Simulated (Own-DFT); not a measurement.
# Computed records: AlGa3N4 (wurtzite random alloy, strained, atoms displaced)

Computed with Own-DFT development build. A calculation, not a measurement: plane-wave PBE density functional theory by an unreviewed code, no spin, of a simulated periodic cell, stress positive in tension, free energy of the whole cell less one offset for each atom, forces on such cells passed a denser k mesh, this cell's mesh not checked; offsets are fitted by least squares, one for each functional and potential file, so energies compare only between cells with the same atoms and settings and are not formation energies; the far tail of each file's local potential was reset to the Coulomb form; each entry is a single point on an unrelaxed cell, so the pressure reflects the starting lattice, mostly measured values, from which strain is counted, and rises with the displacements; printed positions are rounded, which can move forces by about a meV/angstrom; the program is a retired in-house code; no spin-orbit coupling.

Settings shared by all entries: functional PBE; potential files PseudoDojo norm-conserving, scalar-relativistic, standard set with the stringent files for Ga; wave cutoff 96 hartree; occupations Gaussian; smearing width 0.01 eV; k mesh 4 x 4 x 3 centred on Gamma.

(1) AlGa3N4 (wurtzite random alloy, strained, atoms displaced)

```
CELL_PARAMETERS angstrom
9.58060 0.00000 0.00000
-4.79030 8.29700 0.00000
0.00000 0.00000 10.26850
ATOMIC_POSITIONS crystal
Ga 0.11350 0.21668 0.00404
Ga 0.22282 0.10975 0.23898
N 0.10537 0.21866 0.18733
N 0.21945 0.10522 0.43853
Ga 0.11383 0.22226 0.50561
Ga 0.23291 0.11804 0.75529
N 0.10973 0.22565 0.68718
N 0.22320 0.11542 0.94873
Ga 0.10768 0.55287 0.00624
Ga 0.21273 0.45038 0.23899
N 0.10680 0.55240 0.17942
N 0.21801 0.45032 0.44278
Ga 0.10598 0.55028 0.50372
Al 0.21944 0.44773 0.75081
N 0.10977 0.55497 0.68301
N 0.21939 0.44691 0.94849
Al 0.10139 0.88299 0.00740
Ga 0.22035 0.78172 0.25011
N 0.11102 0.89338 0.19038
N 0.22497 0.78175 0.43566
Ga 0.11865 0.89303 0.50027
Ga 0.22632 0.78502 0.75455
N 0.11387 0.89453 0.68504
N 0.21509 0.77286 0.93899
Al 0.43198 0.22200 0.99817
Ga 0.55266 0.10445 0.25499
N 0.44521 0.22640 0.18554
N 0.56165 0.12301 0.44378
Al 0.44096 0.22068 0.49552
Ga 0.54264 0.09677 0.74724
N 0.44153 0.23325 0.69702
N 0.55602 0.10664 0.93706
Al 0.43796 0.55644 0.99575
Ga 0.55237 0.44363 0.25361
N 0.45120 0.56150 0.18474
N 0.56119 0.44979 0.43958
Ga 0.45184 0.56958 0.48649
Al 0.55268 0.43744 0.75570
N 0.43689 0.55249 0.69000
N 0.54900 0.43913 0.94548
Ga 0.44545 0.88815 0.00190
Ga 0.55073 0.77164 0.24162
N 0.43804 0.88797 0.18827
N 0.56125 0.77116 0.43654
Ga 0.44600 0.89258 0.50306
Ga 0.55649 0.77482 0.75186
N 0.43670 0.88978 0.69115
N 0.56228 0.78044 0.94572
Al 0.78052 0.23198 0.00701
Ga 0.89233 0.11397 0.24738
N 0.76986 0.21944 0.19038
N 0.89017 0.11087 0.43127
Ga 0.77648 0.21913 0.49860
Ga 0.88931 0.11569 0.74714
N 0.77923 0.22706 0.68478
N 0.88331 0.10622 0.93809
Ga 0.79186 0.55172 0.99456
Ga 0.88174 0.44044 0.25051
N 0.78445 0.56079 0.19331
N 0.88517 0.44390 0.43828
Al 0.77627 0.55032 0.50772
Ga 0.88021 0.43642 0.75624
N 0.77653 0.55520 0.68809
N 0.88838 0.45040 0.94025
Ga 0.76895 0.87951 0.00227
Al 0.89676 0.78174 0.23627
N 0.77177 0.87993 0.18892
N 0.88534 0.77024 0.43688
Ga 0.77159 0.88592 0.49792
Ga 0.89044 0.77855 0.75512
N 0.77261 0.88655 0.69010
N 0.88861 0.77352 0.93548
```

```
free energy of cell above offsets : -9.509 eV
pressure                          : 4.28 GPa
stress xx                         : -2.74 GPa
stress yy                         : -3.31 GPa
stress zz                         : -6.78 GPa
stress yz                         : -0.45 GPa
stress xz                         : 0.47 GPa
stress xy                         : -0.41 GPa
```

Force:
```csv
element,x (eV/Å),y (eV/Å),z (eV/Å)
Ga,-2.314,0.703,-1.002
Ga,-0.239,1.261,1.862
N,0.729,0.835,0.462
N,0.803,1.869,-0.558
Ga,-0.223,0.196,-1.654
Ga,-2.221,-0.985,-0.199
N,0.557,0.509,1.743
N,0.479,-2.377,-0.782
Ga,0.101,0.575,-2.895
Ga,2.334,-0.957,1.838
N,-1.436,1.074,2.917
N,1.401,-0.736,-1.665
Ga,-0.677,0.859,-1.135
Al,0.067,-0.103,-0.166
N,0.03,0.022,2.819
N,0.73,-0.357,-1.834
Al,1.005,0.581,-1.583
Ga,0.151,-0.854,0.083
N,-0.108,-1.054,-1.364
N,0.527,-0.476,0.44
Ga,-1.569,-1.379,-0.5
Ga,-1.461,-1.638,-0.706
N,0.096,0.112,1.568
N,-0.39,1.009,1.188
Al,2.773,0.436,0.555
Ga,-0.707,0.787,-0.581
N,0.327,-0.71,-0.171
N,-1.2,-1.435,-0.123
Al,-0.548,1.099,0.709
Ga,0.646,3.143,0.928
N,1.864,-1.118,-2.176
N,-0.694,1.431,0.798
Al,1.37,-0.107,0.459
Ga,0.679,0.673,-0.818
N,-1.215,-1.785,-0.698
N,-0.075,-1.389,0.853
Ga,-0.54,-3.998,2.31
Al,-0.497,2.255,-0.018
N,0.689,-0.26,0.479
N,-0.112,0.543,-0.982
Ga,-0.443,0.216,-0.608
Ga,0.06,1.175,1.044
N,0.566,-0.154,0.45
N,-2.173,3.42,-1.161
Ga,0.181,-0.602,-0.861
Ga,-0.468,-0.323,0.055
N,1.548,-1.222,-0.818
N,-2.145,-1.989,-1.069
Al,-0.019,-1.873,-1.283
Ga,-0.852,-1.168,-0.155
N,0.681,0.113,-0.721
N,-0.19,-0.087,1.422
Ga,1.094,1.02,-0.176
Ga,-0.042,-0.703,0.532
N,-0.633,-1.341,0.616
N,-0.238,1.123,0.819
Ga,-4.903,1.395,2.215
Ga,0.141,0.477,0.604
N,-0.368,0.123,-1.306
N,-0.205,0.061,0.433
Al,0.019,1.115,-1.619
Ga,0.558,1.285,-1.615
N,-0.697,-0.669,1.053
N,2.913,-3.094,-0.322
Ga,1.527,1.581,-0.101
Al,-1.615,-1.004,2.855
N,1.082,0.931,0.132
N,0.393,0.175,-0.367
Ga,2.269,0.335,-0.052
Ga,-0.051,0.18,-2.129
N,0.428,0.552,-0.167
N,0.452,0.699,1.904
```

(2) AlGa3N4 (wurtzite random alloy, strained, atoms displaced)

```
CELL_PARAMETERS angstrom
9.58060 0.00000 0.00000
-4.79030 8.29700 0.00000
0.00000 0.00000 10.26850
ATOMIC_POSITIONS crystal
Ga 0.11879 0.22484 0.99728
Ga 0.22416 0.11421 0.24812
N 0.11384 0.20422 0.18717
N 0.22186 0.10750 0.44666
Ga 0.11305 0.22778 0.51508
Ga 0.21367 0.10245 0.75392
N 0.11135 0.22426 0.68583
N 0.21912 0.11449 0.93786
Ga 0.10589 0.55085 0.00494
Ga 0.22270 0.44085 0.25236
N 0.10698 0.55604 0.19017
N 0.21619 0.43713 0.44725
Ga 0.11702 0.55115 0.49919
Ga 0.22493 0.44247 0.75070
N 0.11289 0.56387 0.69448
N 0.23079 0.44115 0.94473
Ga 0.10468 0.88710 0.00284
Al 0.23134 0.78550 0.24925
N 0.10868 0.88413 0.19387
N 0.22037 0.77382 0.44568
Ga 0.10277 0.88927 0.49410
Al 0.22962 0.78049 0.75383
N 0.11237 0.88982 0.68590
N 0.21852 0.77212 0.93104
Al 0.44428 0.21797 0.99857
Ga 0.55168 0.12150 0.25151
N 0.45054 0.22727 0.19231
N 0.55512 0.11865 0.44034
Al 0.44375 0.22179 0.50175
Ga 0.55160 0.10072 0.75751
N 0.44733 0.22332 0.68426
N 0.55084 0.11440 0.93873
Ga 0.45892 0.55285 0.00139
Al 0.55018 0.43592 0.25523
N 0.44749 0.55729 0.19419
N 0.56039 0.45071 0.43272
Ga 0.44018 0.54587 0.50298
Ga 0.56252 0.45387 0.75648
N 0.44692 0.55608 0.69197
N 0.55204 0.45433 0.94326
Ga 0.44184 0.89145 0.00496
Ga 0.55794 0.78413 0.24901
N 0.45522 0.90040 0.19366
N 0.55536 0.77505 0.44075
Ga 0.44508 0.89603 0.49304
Ga 0.55652 0.78307 0.75275
N 0.44812 0.89285 0.68344
N 0.55080 0.77822 0.94243
Ga 0.77864 0.22323 0.00078
Ga 0.89324 0.11496 0.25149
N 0.78513 0.23613 0.19179
N 0.89580 0.11132 0.44073
Al 0.77266 0.21340 0.50335
Ga 0.88764 0.10393 0.75181
N 0.77936 0.22832 0.68894
N 0.88872 0.10745 0.94189
Al 0.77941 0.55625 0.99129
Al 0.88851 0.44497 0.25189
N 0.76804 0.55003 0.18977
N 0.88901 0.43427 0.43739
Ga 0.76140 0.54492 0.49925
Al 0.88470 0.44087 0.75323
N 0.76801 0.55784 0.69370
N 0.88434 0.43411 0.94760
Ga 0.77827 0.89246 0.00077
Ga 0.89645 0.77708 0.25125
N 0.77946 0.88040 0.19050
N 0.89422 0.77710 0.44231
Ga 0.78444 0.89893 0.50292
Ga 0.88498 0.77802 0.74867
N 0.77530 0.89899 0.68975
N 0.89155 0.77984 0.93499
```

```
free energy of cell above offsets : -9.799 eV
pressure                          : 3.98 GPa
stress xx                         : -2.53 GPa
stress yy                         : -3.23 GPa
stress zz                         : -6.2 GPa
stress yz                         : -0.5 GPa
stress xz                         : 0.09 GPa
stress xy                         : 0.26 GPa
```

Force:
```csv
element,x (eV/Å),y (eV/Å),z (eV/Å)
Ga,-1.292,-0.17,0.759
Ga,1.598,-1.419,1.88
N,-2.661,2.591,-0.4
N,0.4,1.749,-1.062
Ga,0.456,-1.508,-3.689
Ga,0.965,0.977,-1.435
N,-0.023,-0.564,3.773
N,2.295,-0.739,0.862
Ga,1.218,0.137,-0.83
Ga,-0.127,-0.025,-0.367
N,0.472,0.673,1.122
N,1.327,0.387,-1.398
Ga,-2.152,0.763,0.973
Ga,-0.73,0.791,0.736
N,-0.248,-0.951,0.264
N,-1.037,0.912,-0.484
Ga,0.919,0.163,-0.393
Al,-0.402,-1.106,0.904
N,2.043,0.63,-0.674
N,0.014,0.545,-2.126
Ga,2.193,-0.15,1.389
Al,-0.828,-0.033,-2.036
N,0.209,-0.953,0.838
N,-0.11,0.711,1.806
Al,-1.146,1.179,0.22
Ga,2.553,-0.37,0.533
N,-1.671,0.166,-1.926
N,0.509,0.3,0.176
Al,-0.356,0.034,0.127
Ga,-0.313,1.691,-2.015
N,-0.329,0.178,1.037
N,0.274,-0.123,1.34
Ga,-5.005,2.467,2.13
Al,0.097,2.194,-1.401
N,0.194,-0.825,0.08
N,-1.664,-2.628,0.573
Ga,-0.073,1.484,-0.218
Ga,-1.505,-2.124,-0.515
N,-0.241,0.346,-0.1
N,5.49,-3.539,-1.026
Ga,0.037,-0.58,-0.493
Ga,1.039,-0.927,0.777
N,-1.625,-0.622,-0.21
N,-0.113,0.422,0.083
Ga,0.38,-0.932,0.547
Ga,-0.411,-0.596,-0.386
N,-0.703,-0.961,0.994
N,0.457,0.312,0.008
Ga,0.12,-1.376,0.789
Ga,-0.177,-0.665,-0.264
N,0.121,-1.573,-0.142
N,-1.353,0.951,0.23
Al,0.318,1.101,-0.477
Ga,-0.574,2.457,0.397
N,0.194,-0.509,0.208
N,-0.12,0.968,-0.264
Al,-0.268,-0.073,1.784
Al,-0.524,0.911,0.153
N,0.977,-0.23,-0.669
N,-0.71,-0.03,0.37
Ga,3.078,1.51,0.485
Al,0.49,0.813,-0.441
N,2.647,-0.199,-0.41
N,-1.137,2.188,-2.227
Ga,0.051,-0.953,0.504
Ga,-1.598,-1.357,0.461
N,-0.501,1.35,-0.118
N,-2.142,-1.125,-0.298
Ga,-0.159,-1.806,-0.846
Ga,0.666,0.766,-0.702
N,0.873,-1.93,-0.045
N,-0.648,-1.147,0.778
```

(3) AlGa3N4 (wurtzite random alloy, strained, atoms displaced)

```
CELL_PARAMETERS angstrom
9.58060 0.00000 0.00000
-4.79030 8.29700 0.00000
0.00000 0.00000 10.26850
ATOMIC_POSITIONS crystal
Ga 0.12401 0.22956 0.99942
Ga 0.23105 0.11227 0.25447
N 0.10146 0.21319 0.19290
N 0.22726 0.12400 0.44091
Ga 0.12327 0.21772 0.49815
Al 0.22210 0.11401 0.74998
N 0.10754 0.21693 0.68544
N 0.23012 0.10587 0.94735
Ga 0.10902 0.55368 0.00577
Ga 0.22478 0.45044 0.24674
N 0.11708 0.55442 0.19262
N 0.21785 0.43762 0.44082
Ga 0.11375 0.55817 0.50339
Ga 0.22451 0.44999 0.74702
N 0.10565 0.55649 0.69155
N 0.21233 0.43857 0.93868
Ga 0.10971 0.87903 0.00217
Ga 0.22460 0.78013 0.24414
N 0.11418 0.89458 0.19271
N 0.22494 0.77677 0.44303
Al 0.11270 0.89039 0.50244
Ga 0.21475 0.76624 0.74433
N 0.11922 0.89335 0.69548
N 0.22318 0.78264 0.94005
Al 0.43710 0.21919 0.99452
Ga 0.55845 0.11468 0.24609
N 0.43672 0.21919 0.19332
N 0.55239 0.10632 0.43925
Al 0.45756 0.22911 0.49926
Ga 0.55291 0.10782 0.74152
N 0.43249 0.22135 0.69560
N 0.55458 0.10588 0.93740
Al 0.43937 0.55970 0.00095
Ga 0.55165 0.43623 0.24711
N 0.44352 0.55673 0.19678
N 0.56330 0.45525 0.43125
Ga 0.43927 0.55758 0.50318
Ga 0.55489 0.44515 0.75316
N 0.44220 0.54781 0.68948
N 0.54303 0.43694 0.94245
Ga 0.44035 0.88113 0.00676
Al 0.54293 0.77303 0.24267
N 0.44904 0.89084 0.18498
N 0.55768 0.78014 0.43375
Ga 0.44686 0.88261 0.50353
Ga 0.55961 0.78557 0.75053
N 0.43077 0.88244 0.69876
N 0.56567 0.77909 0.94218
Ga 0.78065 0.22627 0.99943
Ga 0.88801 0.11306 0.24749
N 0.76626 0.21720 0.18428
N 0.88919 0.10323 0.44992
Ga 0.78297 0.21433 0.49769
Al 0.89934 0.11657 0.75389
N 0.78390 0.21909 0.69356
N 0.88555 0.11192 0.94213
Ga 0.77432 0.55359 0.00540
Ga 0.88828 0.43394 0.25301
N 0.78382 0.56688 0.18591
N 0.88543 0.44016 0.43802
Ga 0.77294 0.54380 0.50719
Ga 0.89382 0.44973 0.73944
N 0.78128 0.55005 0.68629
N 0.89085 0.44392 0.93559
Ga 0.77256 0.88283 0.99984
Al 0.89025 0.77358 0.24257
N 0.77101 0.88256 0.18973
N 0.89198 0.78783 0.44096
Ga 0.78390 0.88708 0.49827
Al 0.89063 0.76988 0.74934
N 0.77564 0.88563 0.69716
N 0.88058 0.77193 0.93714
```

```
free energy of cell above offsets : -9.565 eV
pressure                          : 3.89 GPa
stress xx                         : -4.49 GPa
stress yy                         : -2.8 GPa
stress zz                         : -4.39 GPa
stress yz                         : -0.19 GPa
stress xz                         : 0.92 GPa
stress xy                         : -0.1 GPa
```

Force:
```csv
element,x (eV/Å),y (eV/Å),z (eV/Å)
Ga,-0.982,-2.496,0.749
Ga,-2.424,-0.368,0.036
N,1.398,1.629,-0.499
N,4.277,-2.781,-0.041
Ga,-3.683,1.242,0.869
Al,-0.345,-0.803,0.917
N,0.641,0.385,1.501
N,-1.862,0.017,-1.805
Ga,-0.535,0.273,-1.096
Ga,0.694,-2.106,1.311
N,-1.673,0.403,-0.255
N,-0.264,0.958,-0.066
Ga,-0.051,-0.818,-1.098
Ga,-0.204,-1.369,0.298
N,1.742,-0.735,-1.012
N,1.442,2.231,-0.084
Ga,-1.382,1.065,-0.198
Ga,-0.149,0.056,1.268
N,-0.309,-1.378,0.013
N,-1.091,0.689,-0.437
Al,-0.051,0.27,-0.145
Ga,-0.617,1.984,1.851
N,-1.644,-0.329,-1.113
N,0.894,-1.895,-0.161
Al,2.197,-0.136,0.742
Ga,-1.14,-0.941,0.754
N,1.818,0.523,-2.045
N,-0.132,0.766,0.395
Al,-1.333,-0.118,0.21
Ga,0.033,0.585,1.605
N,1.587,0.359,-1.918
N,-0.946,0.708,0.446
Al,0.778,-0.61,0
Ga,0.218,1.641,-0.107
N,0.101,0.135,-2.17
N,-0.31,-1.751,1.8
Ga,0.859,0.062,-1.202
Ga,0.39,-0.461,0.278
N,-0.361,1.489,0.216
N,-0.184,0.717,0.612
Ga,0.365,1.314,-2.613
Al,2.123,0.803,1.329
N,-0.449,-0.42,1.802
N,-0.141,-0.489,-0.109
Ga,-0.389,0.444,-0.054
Ga,-0.131,-0.78,0.406
N,1.879,0.26,-1.544
N,-2.788,-2.125,-0.318
Ga,-0.551,-0.767,-1.318
Ga,-0.315,-1.605,0.7
N,1.599,1.036,0.822
N,0.447,1.261,-1.908
Ga,-0.701,0.212,0.918
Al,-0.99,-1.144,0.172
N,-0.378,-0.017,-0.735
N,1.489,-0.062,-0.808
Ga,0.13,-0.484,-1.654
Ga,-0.693,1.226,-0.653
N,0.439,-1.931,1.282
N,0.663,-0.04,0.589
Ga,-0.233,1.694,-2.36
Ga,-0.442,-2.453,2.196
N,-1.481,1.19,1.384
N,-0.573,0.704,0.206
Ga,1.417,1.815,0.597
Al,-0.961,1.799,1.639
N,0.098,-0.334,0.563
N,2.762,-1.644,-1.001
Ga,-1.636,-0.351,1.042
Al,-0.692,1.127,0.122
N,1.529,0.592,-0.511
N,1.211,0.075,-0.602
```

(4) AlGa3N4 (wurtzite random alloy, strained, atoms displaced)

```
CELL_PARAMETERS angstrom
9.58060 0.00000 0.00000
-4.79030 8.29700 0.00000
0.00000 0.00000 10.26850
ATOMIC_POSITIONS crystal
Ga 0.11290 0.22723 0.99717
Ga 0.22884 0.11805 0.24660
N 0.10959 0.22396 0.18931
N 0.21847 0.11174 0.43120
Ga 0.11444 0.21950 0.50472
Ga 0.21361 0.10114 0.76176
N 0.10738 0.21554 0.68978
N 0.22811 0.11703 0.93856
Ga 0.11529 0.55354 0.99460
Ga 0.21954 0.44512 0.24413
N 0.10416 0.54889 0.19433
N 0.22637 0.44563 0.44220
Al 0.11370 0.55172 0.49983
Ga 0.21141 0.43839 0.75220
N 0.11502 0.55445 0.69208
N 0.23197 0.45126 0.93938
Ga 0.11680 0.88797 0.99632
Al 0.22182 0.77764 0.24989
N 0.11082 0.89326 0.19113
N 0.22380 0.78116 0.43421
Al 0.10119 0.87910 0.49267
Ga 0.21668 0.77946 0.74335
N 0.10657 0.88890 0.68497
N 0.22508 0.77880 0.94341
Ga 0.43410 0.21024 0.00354
Ga 0.56138 0.11199 0.25064
N 0.43805 0.22404 0.19459
N 0.56268 0.11828 0.43968
Ga 0.44159 0.22701 0.49801
Ga 0.55637 0.11088 0.74930
N 0.44141 0.20979 0.69012
N 0.56003 0.10764 0.93086
Al 0.44291 0.55999 0.00204
Ga 0.56769 0.45262 0.25531
N 0.45359 0.56195 0.18902
N 0.55472 0.45005 0.44304
Al 0.44862 0.55448 0.50636
Al 0.56908 0.45248 0.74842
N 0.45746 0.57152 0.67916
N 0.55634 0.43671 0.94291
Ga 0.44966 0.89559 0.99370
Ga 0.55804 0.78383 0.25606
N 0.43428 0.88854 0.18645
N 0.54234 0.77135 0.43819
Ga 0.44529 0.89176 0.49510
Al 0.55310 0.77993 0.75540
N 0.43897 0.88765 0.69597
N 0.54440 0.77191 0.93352
Ga 0.77705 0.22406 0.00274
Ga 0.90952 0.12370 0.25631
N 0.78251 0.23962 0.19828
N 0.88365 0.10577 0.44751
Ga 0.77495 0.21432 0.49404
Ga 0.88020 0.11049 0.73924
N 0.77847 0.21581 0.69400
N 0.87975 0.11322 0.94065
Ga 0.78231 0.56379 0.99921
Ga 0.89102 0.45316 0.24184
N 0.76992 0.54417 0.18634
N 0.88512 0.44709 0.44537
Al 0.77704 0.56297 0.50032
Ga 0.88338 0.43446 0.74310
N 0.77388 0.55697 0.69059
N 0.87808 0.44361 0.94272
Ga 0.77258 0.87699 0.99272
Ga 0.89380 0.79060 0.26089
N 0.77994 0.89278 0.18826
N 0.89702 0.78415 0.43863
Ga 0.77586 0.88784 0.50119
Al 0.89084 0.78151 0.74558
N 0.78191 0.89195 0.67787
N 0.90370 0.77723 0.94469
```

```
free energy of cell above offsets : -9.143 eV
pressure                          : 4.24 GPa
stress xx                         : -4.66 GPa
stress yy                         : -2.41 GPa
stress zz                         : -5.64 GPa
stress yz                         : 0.04 GPa
stress xz                         : 0.38 GPa
stress xy                         : -0.43 GPa
```

Force:
```csv
element,x (eV/Å),y (eV/Å),z (eV/Å)
Ga,-0.753,-0.807,0.203
Ga,-1.118,-1.003,0.36
N,1.657,0.881,-1.158
N,0.419,-1.189,1.524
Ga,-0.293,0.482,-0.72
Ga,0.742,1.134,-2.828
N,0.161,0.435,0.925
N,-1.469,-1.206,1.283
Ga,-1.627,0.234,0.748
Ga,1.323,0.564,1.344
N,1.049,2.345,-1.17
N,-0.19,0.129,0.123
Al,-0.556,0.246,-0.331
Ga,2.008,0.386,-0.736
N,-1.282,0.008,-1.257
N,-0.072,-0.635,0.18
Ga,0.129,0.678,1.689
Al,-0.604,-0.054,-0.486
N,0.942,-0.723,-0.1
N,-0.894,-1,0.634
Al,2.193,2.25,0.737
Ga,0.603,-0.276,0.953
N,-0.629,-0.714,-0.631
N,0.069,-0.294,-1.154
Ga,2.177,1.913,0.186
Ga,-0.939,0.177,-0.229
N,2.119,0.602,-0.76
N,-1.336,-0.989,-0.131
Ga,0.36,-0.887,0.537
Ga,-0.136,-0.352,-0.677
N,-1.222,2.227,-0.147
N,-0.942,0.767,1.938
Al,1.773,-0.705,0.111
Ga,-1.858,-1.081,-0.535
N,-0.898,-0.283,-0.673
N,0.859,0.708,0.365
Al,-1.4,0.294,-1.852
Al,-2.363,-1.686,0.933
N,0.336,-1.249,2.79
N,-1.405,1.344,-1.215
Ga,-0.328,-0.658,0.92
Ga,-0.277,-0.167,-1.47
N,0.91,0.136,0.238
N,1.575,-0.009,0.919
Ga,-0.531,0.204,1.171
Al,-0.063,-0.125,-2.133
N,1.296,-0.331,-1.031
N,1.463,-0.285,0.564
Ga,-0.515,0.257,0.575
Ga,-3.173,-1.552,-0.064
N,1.034,-2.858,-1.089
N,1.253,0.523,-1.168
Ga,-0.211,1.989,0.925
Ga,2.223,-0.872,1.928
N,-1.957,1.011,-1.907
N,1.898,-0.835,-0.776
Ga,-0.701,-1.611,0.42
Ga,-0.396,0.047,2.126
N,0.459,2.826,0.313
N,0.538,0.806,0.164
Al,0.697,-1.054,0.08
Ga,-0.169,1.302,1.021
N,1.131,1.185,-0.916
N,2.107,0.159,-1.125
Ga,0.04,1.362,1.011
Ga,0.004,-0.987,-3.042
N,-0.212,0.333,0.195
N,-1.414,-1.648,1.611
Ga,-0.743,-0.68,-1.611
Al,-0.086,-0.474,0.497
N,-0.395,-1.383,3.574
N,-2.389,0.72,-2.693
```

(5) AlGa3N4 (wurtzite random alloy, strained, atoms displaced)

```
CELL_PARAMETERS angstrom
9.58060 0.00000 0.00000
-4.79030 8.29700 0.00000
0.00000 0.00000 10.26850
ATOMIC_POSITIONS crystal
Ga 0.11117 0.22869 0.00202
Ga 0.22049 0.10998 0.24295
N 0.11632 0.22872 0.19162
N 0.22125 0.12197 0.43926
Al 0.11207 0.21728 0.49701
Al 0.23085 0.11461 0.76119
N 0.11388 0.22766 0.68428
N 0.22030 0.11564 0.94043
Ga 0.10338 0.54646 0.00431
Al 0.21868 0.44705 0.24991
N 0.09983 0.55109 0.19354
N 0.22292 0.44215 0.43675
Ga 0.11567 0.55298 0.50127
Al 0.22792 0.44340 0.75021
N 0.11969 0.56111 0.68538
N 0.22696 0.44723 0.93889
Ga 0.11470 0.88708 0.99345
Al 0.22441 0.77285 0.24480
N 0.11736 0.88427 0.19368
N 0.22157 0.76625 0.43322
Ga 0.12074 0.89084 0.51576
Ga 0.21897 0.77311 0.74539
N 0.11067 0.88301 0.69479
N 0.22014 0.77223 0.94168
Ga 0.44640 0.22808 0.99774
Ga 0.55638 0.11288 0.24589
N 0.43580 0.21175 0.19373
N 0.55874 0.11443 0.44285
Al 0.44273 0.22086 0.50524
Ga 0.55131 0.11150 0.75872
N 0.44701 0.22284 0.68999
N 0.54804 0.11037 0.93171
Ga 0.44995 0.55925 0.00105
Ga 0.55096 0.43987 0.24942
N 0.44234 0.54679 0.19230
N 0.55401 0.44698 0.44050
Ga 0.43938 0.54808 0.50176
Ga 0.54422 0.44180 0.75054
N 0.44210 0.55529 0.68991
N 0.54979 0.43783 0.93492
Ga 0.44566 0.88842 0.99805
Ga 0.55524 0.77690 0.25068
N 0.45061 0.87945 0.18626
N 0.55782 0.78113 0.44466
Al 0.45260 0.90253 0.49767
Ga 0.55870 0.77427 0.74477
N 0.44176 0.89133 0.69023
N 0.55297 0.78119 0.93806
Ga 0.78039 0.22929 0.99710
Ga 0.89256 0.11928 0.25321
N 0.76592 0.21450 0.19281
N 0.88750 0.11018 0.44115
Ga 0.78287 0.24249 0.51461
Ga 0.90426 0.11015 0.74716
N 0.77370 0.22048 0.69259
N 0.88558 0.11415 0.93155
Ga 0.76992 0.54202 0.00108
Ga 0.89093 0.45109 0.25147
N 0.77791 0.55801 0.19167
N 0.89363 0.44412 0.44132
Al 0.77376 0.55354 0.50539
Ga 0.89393 0.44864 0.74644
N 0.77662 0.55844 0.69193
N 0.89150 0.44475 0.93328
Ga 0.77440 0.89523 0.99372
Ga 0.89754 0.79203 0.24363
N 0.78104 0.89155 0.18750
N 0.88544 0.78663 0.44257
Al 0.78703 0.89252 0.49898
Ga 0.88695 0.77887 0.75178
N 0.78021 0.89067 0.69801
N 0.89218 0.77755 0.94056
```

```
free energy of cell above offsets : -10.711 eV
pressure                          : 3.56 GPa
stress xx                         : -3.14 GPa
stress yy                         : -1.98 GPa
stress zz                         : -5.56 GPa
stress yz                         : 0.61 GPa
stress xz                         : 0.43 GPa
stress xy                         : 0.46 GPa
```

Force:
```csv
element,x (eV/Å),y (eV/Å),z (eV/Å)
Ga,-0.229,-0.603,-0.085
Ga,-0.422,-0.667,1.494
N,-0.712,0.373,-0.333
N,2.108,-1.123,0.394
Al,-1.521,0.92,0.046
Al,-0.752,-0.327,-1.983
N,2.092,0.226,0.345
N,0.317,-0.274,-0.104
Ga,0.643,1.109,-0.497
Al,0.707,-0.153,0.397
N,2.508,0.684,-0.508
N,-0.239,-1.016,-0.398
Ga,0.019,0.133,-0.658
Al,-1.23,0.322,-0.068
N,0.419,-1.889,1.084
N,-0.325,0.014,-0.729
Ga,-0.442,-0.011,1.105
Al,0.016,0.443,0.806
N,0.242,0.387,-1.067
N,0.283,2.264,0.17
Ga,-0.794,-0.163,-3.391
Ga,1.106,0.483,1.247
N,-0.493,2.02,1.321
N,0.278,-0.138,-0.371
Ga,-0.22,-1.563,1.063
Ga,-0.692,-1.483,1.48
N,0.835,1.353,-1.439
N,-1.09,0.576,-0.093
Al,-0.114,0.269,-1.211
Ga,0.956,-0.397,-3.092
N,-1.441,-0.464,-0.177
N,0.544,0.349,3.514
Ga,-0.417,0.071,0.343
Ga,0.669,-0.039,0.781
N,-1.461,0.622,-0.452
N,1.473,-1.158,0.731
Ga,-0.128,1.428,-0.772
Ga,1.585,0.328,-0.698
N,-0.501,-0.539,0.278
N,0.104,1.308,0.705
Ga,-0.709,0.056,-0.001
Ga,1.554,-0.551,1.033
N,-2.565,0.755,0.155
N,0.106,0.402,0.278
Al,0.237,-1.898,0.407
Ga,-1.305,1.093,0.329
N,0.581,-0.087,-0.976
N,0.87,-0.813,-0.514
Ga,-0.321,-1.292,0.25
Ga,-0.271,-0.885,0.134
N,1.678,1.952,-1.424
N,0.47,0.589,0.956
Ga,0.526,-2.843,-1.859
Ga,-2.238,0.458,-0.156
N,0.703,0.32,1.308
N,0.606,0.551,1.216
Ga,0.186,1.779,-0.113
Ga,-1.336,-1.447,0.786
N,-0.311,-0.264,-0.374
N,-1.499,1.758,0.075
Al,0.065,1.097,-0.98
Ga,-0.138,-0.275,-0.237
N,-0.158,-0.65,-0.754
N,-0.498,0,0.682
Ga,1.048,-0.507,0.747
Ga,0.008,-1.21,1.259
N,-0.605,0.607,-0.464
N,1.987,-1.693,0.052
Al,-2.069,0.302,0.5
Ga,0.407,-0.455,0.31
N,0.161,-0.081,-2.062
N,-0.852,-0.442,0.259
```
